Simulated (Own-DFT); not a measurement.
# Computed records: In$_{31}$GaP$_{32}$ (zincblende with substituted atoms, atoms displaced), In$_{31}$P$_{33}$ (zincblende with substituted atoms, atoms displaced)

A calculation, not a measurement: plane-wave PBE density functional theory by an unreviewed code, no spin, of a simulated periodic cell, stress positive in tension, free energy of the whole cell less one offset for each atom, not probed for a lower state with spin; forces on such cells moved up to 12 meV/angstrom on a denser k mesh; offsets are fitted by least squares, one for each functional and potential file, so energies compare only between cells with the same atoms and settings and are not formation energies; the far tail of each file's local potential was reset to the Coulomb form; each entry is a single point on an unrelaxed cell, so the pressure reflects the starting lattice, mostly measured values (interpolated for alloys), from which strain is counted, and rises with the displacements; printed positions are rounded, which can move forces by about a meV/angstrom; the program, named Own-DFT, is a retired in-house code; no spin-orbit coupling; before rounding, a Quantum ESPRESSO 7.3.1 run of the same cell and cutoff gave forces within 1 meV/angstrom rms on each cell, which checks the program and not the settings. Program: Own-DFT development build.

Settings shared by all entries: functional PBE; potential files PseudoDojo norm-conserving, scalar-relativistic, standard set; occupations Fermi-Dirac; smearing width 0.1 eV; k mesh 3 x 3 x 3 centred on Gamma.

(1) In$_{31}$GaP$_{32}$ (zincblende with substituted atoms, atoms displaced)

```
In31GaP32
1.0
     11.7374     0.0000     0.0000
      0.0000    11.7374     0.0000
      0.0000     0.0000    11.7374
In P In Ga P In P In P In P In P In P In P
4 4 3 1 4 4 4 4 4 4 4 4 4 4 4 4 4
Direct
  0.99855 0.00915 0.99448
  0.99572 0.25026 0.24623
  0.24784 0.00383 0.24135
  0.24820 0.24094 0.00085
  0.12612 0.12966 0.13140
  0.11537 0.37444 0.36379
  0.38808 0.13161 0.37325
  0.36945 0.37334 0.13561
  0.00269 0.99324 0.49508
  0.99802 0.24960 0.74328
  0.25010 0.99761 0.74700
  0.23732 0.25970 0.50128
  0.12959 0.11757 0.62602
  0.12695 0.37891 0.87641
  0.38480 0.11710 0.87870
  0.37496 0.37650 0.62765
  0.00261 0.50106 0.99867
  0.99139 0.75653 0.25128
  0.24566 0.50517 0.24752
  0.24488 0.74954 0.99807
  0.12610 0.62499 0.11940
  0.13137 0.87212 0.37963
  0.38271 0.63844 0.37227
  0.37745 0.86655 0.12579
  0.99507 0.49668 0.49942
  0.00031 0.74587 0.74678
  0.24498 0.50749 0.75414
  0.24745 0.73969 0.50154
  0.12587 0.62344 0.63349
  0.13108 0.87908 0.86612
  0.37248 0.62065 0.87265
  0.37035 0.87099 0.63095
  0.50875 0.00015 0.00388
  0.50959 0.23904 0.24969
  0.74142 0.98916 0.24693
  0.75249 0.25069 0.01279
  0.62694 0.13195 0.12086
  0.62988 0.38271 0.37086
  0.87759 0.12321 0.37849
  0.86931 0.37664 0.11318
  0.50913 0.98397 0.49366
  0.49986 0.24781 0.75817
  0.75432 0.99562 0.75437
  0.73585 0.26264 0.49924
  0.62612 0.13458 0.62924
  0.63092 0.36603 0.86642
  0.85458 0.12667 0.87906
  0.86441 0.38049 0.62367
  0.50597 0.49534 0.00757
  0.50451 0.75852 0.25018
  0.76120 0.51144 0.25234
  0.75066 0.75991 0.99944
  0.62221 0.62597 0.13045
  0.62605 0.87629 0.38299
  0.87067 0.61748 0.37823
  0.87169 0.87208 0.11750
  0.49399 0.51069 0.50403
  0.49717 0.74249 0.75855
  0.74838 0.49651 0.75276
  0.76354 0.74956 0.49819
  0.63043 0.62696 0.62724
  0.62494 0.86637 0.87630
  0.87677 0.63352 0.87855
  0.87085 0.86861 0.63383
```

```
wave cutoff                       : 42 hartree
free energy of cell above offsets : -30.790 eV
pressure                          : 3.59 GPa
stress xx                         : -3.58 GPa
stress yy                         : -3.54 GPa
stress zz                         : -3.65 GPa
stress yz                         : -0.16 GPa
stress xz                         : 0.12 GPa
stress xy                         : 0.04 GPa
```

Force:
```csv
element,x (eV/Å),y (eV/Å),z (eV/Å)
In,0.181,-0.244,-0.042
In,-0.986,-0.199,-0.081
In,1.194,-0.477,1.157
In,0.749,0.817,-0.326
P,-0.856,-0.416,-0.919
P,1.042,0.23,1.469
P,-1.917,-0.96,1.247
P,0.701,-0.467,-0.733
In,-0.387,0.196,0.705
In,-0.24,0.072,0.426
In,1.071,0.632,0.282
Ga,0.825,-0.323,-0.063
P,-0.339,1.359,-1.008
P,-0.252,-1.03,-0.209
P,-1.126,0.204,-0.111
P,-0.993,-0.344,-0.424
In,-0.358,0.113,-0.326
In,0.765,-0.554,0.107
In,0.598,0.191,0.567
In,0.612,0.162,-0.446
P,-0.806,0.498,0.831
P,-0.252,-0.081,-0.892
P,-0.929,-1.109,0.044
P,-0.431,1.112,-0.553
In,0.684,-0.144,0.523
In,0.108,0.455,0.663
In,0.712,-1.284,-0.2
In,0.401,0.498,0.332
P,-0.74,-0.24,-1.501
P,-1.204,-0.41,1.027
P,0.349,-0.048,1.376
P,0.867,-0.342,-0.805
In,-0.309,-0.783,-0.031
In,-0.335,1.899,0.215
In,0.873,1.15,0.065
In,-0.89,0.128,-1.601
P,0.2,-1.498,0.514
P,-0.995,0.516,-0.533
P,-0.93,0.123,-0.316
P,1.288,1.097,1.687
In,-2.14,2.526,2.326
In,-0.588,-0.048,-0.803
In,-1.335,0.171,-0.512
In,0.912,-1.025,0.026
P,-0.08,-1.545,-0.33
P,-0.201,0.672,1.762
P,1.998,0.252,-0.257
P,1.054,-0.629,-0.018
In,-0.568,-0.493,-0.566
In,0.326,-0.262,0.112
In,-1.558,-1.543,-1.425
In,-0.554,-1.699,0.033
P,0.832,0.386,-0.357
P,1.723,-1.858,-1.473
P,1.728,1.558,0.276
P,0.789,1.162,0.821
In,0.523,-0.572,-0.219
In,0.17,0.318,-0.886
In,0.253,1.099,0.329
In,-1.208,-0.06,0.503
P,-0.229,0.236,-0.116
P,-0.393,1.042,-0.366
P,-0.292,-0.893,-0.101
P,0.889,0.704,-0.877
```

(2) In$_{31}$P$_{33}$ (zincblende with substituted atoms, atoms displaced)

```
In31P33
1.0
     11.7374     0.0000     0.0000
      0.0000    11.7374     0.0000
      0.0000     0.0000    11.7374
In P In P In P In P In P In P In P In P In P
4 4 1 1 2 4 4 4 4 4 4 4 4 4 4 4 4 4
Direct
  0.00586 0.99785 0.00393
  0.00351 0.25126 0.24850
  0.24808 0.00199 0.24064
  0.25662 0.24793 0.00673
  0.12806 0.12568 0.12332
  0.12090 0.38521 0.37711
  0.37543 0.12602 0.37188
  0.36404 0.36868 0.13079
  0.00456 0.99524 0.50481
  0.99432 0.25551 0.74850
  0.25632 0.00038 0.74796
  0.25410 0.25308 0.50090
  0.11701 0.12811 0.62355
  0.13028 0.37801 0.87396
  0.37487 0.13015 0.87585
  0.37459 0.37666 0.61809
  0.00958 0.50090 0.00112
  0.99999 0.74646 0.25142
  0.24811 0.49988 0.25327
  0.25587 0.75743 0.99750
  0.13865 0.62370 0.11912
  0.11813 0.88278 0.38034
  0.37888 0.62563 0.37395
  0.37205 0.88120 0.11759
  0.00658 0.49505 0.49979
  0.99496 0.75553 0.75308
  0.24799 0.50749 0.74695
  0.24967 0.74658 0.49906
  0.12623 0.62924 0.61798
  0.12362 0.87622 0.86592
  0.37673 0.62547 0.87969
  0.37956 0.87389 0.62487
  0.49398 0.00285 0.99940
  0.50011 0.24549 0.25249
  0.74914 0.00159 0.25069
  0.75426 0.25471 0.00337
  0.62443 0.12401 0.12242
  0.62645 0.36724 0.37512
  0.87559 0.12130 0.38008
  0.87697 0.37421 0.12531
  0.49620 0.99551 0.49652
  0.50832 0.24936 0.75074
  0.75092 0.00445 0.74313
  0.75717 0.25148 0.50302
  0.63178 0.12796 0.62146
  0.62172 0.37311 0.86753
  0.87000 0.12376 0.87233
  0.87985 0.38382 0.61821
  0.50423 0.49721 0.00593
  0.49860 0.74419 0.24666
  0.74540 0.50502 0.25181
  0.75640 0.74876 0.00606
  0.62720 0.62566 0.12924
  0.61694 0.87423 0.37104
  0.87851 0.62160 0.37219
  0.87790 0.87587 0.13581
  0.50009 0.49796 0.50122
  0.49983 0.74542 0.75160
  0.74956 0.50308 0.74379
  0.74139 0.75282 0.50094
  0.62746 0.62194 0.62539
  0.63082 0.87387 0.87849
  0.87383 0.61940 0.86684
  0.87164 0.87905 0.62712
```

```
wave cutoff                       : 36 hartree
free energy of cell above offsets : -30.461 eV
pressure                          : 3.38 GPa
stress xx                         : -3.33 GPa
stress yy                         : -3.42 GPa
stress zz                         : -3.39 GPa
stress yz                         : -0.35 GPa
stress xz                         : 0.11 GPa
stress xy                         : -0.51 GPa
```

Force:
```csv
element,x (eV/Å),y (eV/Å),z (eV/Å)
In,-0.647,0.037,-0.562
In,-0.322,-0.218,0.551
In,0.055,-0.304,1.236
In,-0.905,0.049,-1.143
P,-0.531,0.346,-0.079
P,1.003,-1.747,-0.782
P,-0.585,-0.523,0.331
P,1.625,0.878,0.362
In,-1.113,0.682,0.278
P,0.299,-0.197,0.074
In,-0.47,0.458,-0.173
In,-0.813,-0.335,-0.466
P,0.501,0.731,0.892
P,-0.225,-0.845,-0.306
P,0.15,-0.19,-0.522
P,0.202,-0.012,1.333
In,-0.669,-0.066,-0.274
In,0.802,-0.105,-0.049
In,0.299,0.248,0.072
In,-0.64,-0.266,-0.608
P,-0.772,0.74,0.475
P,1.448,-1.18,-1.212
P,-0.366,-0.26,0.114
P,0.481,-0.588,1.04
In,-0.621,1.518,0.22
In,-0.023,-0.631,-0.679
In,0.342,-0.275,0.002
In,0.279,0.904,-0.515
P,-0.71,-0.036,0.893
P,0.477,0.187,0.833
P,0.071,-0.343,-0.172
P,-0.347,-0.312,0.047
In,0.999,-0.048,-0.566
In,0.187,0.289,-0.475
In,-0.225,0.152,0.287
In,-0.471,-0.339,-0.616
P,0.085,0.182,0.023
P,0.026,0.707,0.07
P,0.41,0.211,-0.422
P,0.11,0.801,0.193
In,0.298,0.753,0.192
In,-1.023,-0.375,-0.879
In,-0.438,-0.332,0.787
In,0.06,0.072,-0.367
P,-0.979,-0.304,-0.262
P,0.983,0.825,1.104
P,1.015,0.467,0.25
P,-0.243,-0.963,1.13
In,-0.522,-0.323,-0.151
In,-0.394,0.813,-0.193
In,0.535,-0.978,0.349
In,0.141,0.104,-0.473
P,-0.155,-0.017,-0.75
P,0.516,-0.041,-0.151
P,-0.466,0.238,0.823
P,0.051,-0.008,-0.864
In,0.486,-0.001,-0.508
In,0.482,0.33,0.293
In,0.07,-0.81,0.332
In,0.777,-0.083,-0.408
P,-0.732,0.394,-0.392
P,-0.392,0.199,-0.232
P,0.443,0.387,1.216
P,0.091,-0.651,-0.552
```

(3) In$_{31}$P$_{33}$ (zincblende with substituted atoms, atoms displaced)

```
In31P33
1.0
     11.7374     0.0000     0.0000
      0.0000    11.7374     0.0000
      0.0000     0.0000    11.7374
In P In P In P In P In P In P In P In P
4 4 4 4 4 4 4 4 4 5 3 4 4 4 4 4
Direct
  0.00186 0.99450 0.99802
  0.99708 0.25046 0.25236
  0.25106 0.00529 0.25374
  0.25128 0.24237 0.00043
  0.12909 0.12610 0.12903
  0.12027 0.38929 0.37171
  0.36618 0.12510 0.37133
  0.36944 0.37720 0.12842
  0.99836 0.99859 0.50438
  0.00563 0.24729 0.74728
  0.25048 0.00357 0.74426
  0.24074 0.25647 0.50067
  0.12861 0.13391 0.61670
  0.12140 0.37254 0.88047
  0.37565 0.11967 0.87413
  0.37558 0.37339 0.62881
  0.99960 0.50039 0.00531
  0.00162 0.74838 0.25357
  0.25230 0.49803 0.24614
  0.25300 0.74484 0.00231
  0.12022 0.62436 0.12229
  0.13411 0.87639 0.37687
  0.37411 0.62325 0.38240
  0.37270 0.87773 0.12055
  0.00256 0.50232 0.49775
  0.99953 0.74805 0.75745
  0.25486 0.49864 0.74992
  0.25668 0.75442 0.49617
  0.12548 0.62852 0.62608
  0.12463 0.87139 0.87423
  0.37698 0.62644 0.87517
  0.37357 0.87626 0.63199
  0.49900 0.99724 0.99664
  0.50940 0.25017 0.24579
  0.75078 0.00159 0.25420
  0.74804 0.25082 0.00182
  0.62848 0.11901 0.12416
  0.63241 0.37372 0.37703
  0.87688 0.12834 0.36841
  0.87627 0.36640 0.12562
  0.49496 0.00009 0.50097
  0.49823 0.24928 0.75604
  0.74716 0.99571 0.75178
  0.75017 0.24931 0.49832
  0.62358 0.12860 0.63074
  0.62147 0.37638 0.87632
  0.88066 0.12486 0.87186
  0.87013 0.37703 0.62640
  0.49551 0.50152 0.00461
  0.50335 0.74660 0.25031
  0.75192 0.49858 0.25251
  0.74763 0.75046 0.99824
  0.62413 0.62353 0.12349
  0.62236 0.87616 0.37321
  0.87448 0.62171 0.36534
  0.88010 0.87378 0.12660
  0.50124 0.49864 0.50712
  0.49549 0.74691 0.75593
  0.74945 0.49224 0.74851
  0.75348 0.74919 0.50349
  0.62974 0.61255 0.63230
  0.62882 0.87271 0.86971
  0.87369 0.62492 0.87402
  0.87715 0.87647 0.62656
```

```
wave cutoff                       : 36 hartree
free energy of cell above offsets : -30.754 eV
pressure                          : 3.33 GPa
stress xx                         : -3.3 GPa
stress yy                         : -3.36 GPa
stress zz                         : -3.32 GPa
stress yz                         : -0.04 GPa
stress xz                         : 0.28 GPa
stress xy                         : -0.33 GPa
```

Force:
```csv
element,x (eV/Å),y (eV/Å),z (eV/Å)
In,0.131,0.589,0.266
In,1.058,0.245,-0.262
In,-0.24,-0.87,-0.858
In,-0.06,0.518,-0.079
P,-0.784,-0.231,-0.211
P,0.387,-1.369,-0.179
P,1.546,0.876,1.164
P,0.901,-0.946,-0.59
In,0.343,0.322,-0.714
In,-0.505,0.557,0.079
In,-0.716,0.02,0.405
In,1.04,0.833,-1.111
P,-0.692,-1.32,0.808
P,0.638,0.181,-0.365
P,-0.153,0.314,0.046
P,-0.055,-0.325,-0.357
In,-0.571,-0.355,-0.526
In,0.382,0.448,-0.094
In,-0.428,1.057,0.475
In,-0.417,0.383,-0.156
P,0.769,0.199,0.566
P,-1.058,0.052,-0.138
P,0.527,-0.288,-0.816
P,0.198,-0.377,0.742
In,-0.78,0.53,0.808
In,0.048,-0.011,-0.663
In,-0.835,0.09,0.282
In,-0.364,-0.215,0.831
P,0.248,-0.025,-0.078
P,0.751,0.367,-0.03
P,-0.466,-0.601,0.352
P,0.865,0.058,-0.978
In,0.456,-0.189,0.081
In,-0.623,-0.026,0.388
In,0.209,-0.505,-0.369
In,0.166,-0.362,-0.587
P,-0.31,0.109,-0.333
P,-0.999,0.291,-0.118
P,-0.143,-0.627,1.257
P,-0.331,0.964,-0.081
P,0.063,0.135,0.055
In,-0.016,0.049,-0.162
In,0.586,0.82,-0.372
In,0.265,-0.389,0.439
P,-0.193,-0.649,-0.753
P,0.044,-0.072,0.47
P,-0.575,-0.155,0.258
P,1.14,-0.643,-0.573
In,0.105,-0.246,-0.208
In,-0.682,0.202,-0.08
In,-0.251,-0.387,-0.915
In,0.446,-0.034,0.336
P,0.363,-0.089,0.209
P,-0.111,0.177,0.958
P,0.148,0.576,1.269
P,-0.636,0.001,0.074
In,0.081,-0.258,-0.478
In,0.896,0.138,-0.808
In,0.345,0.171,1.098
In,-0.355,-0.297,-0.291
P,-0.631,1.686,-0.573
P,-0.739,-0.128,0.625
P,-0.287,-0.586,0.323
P,-0.137,-0.382,0.244
```
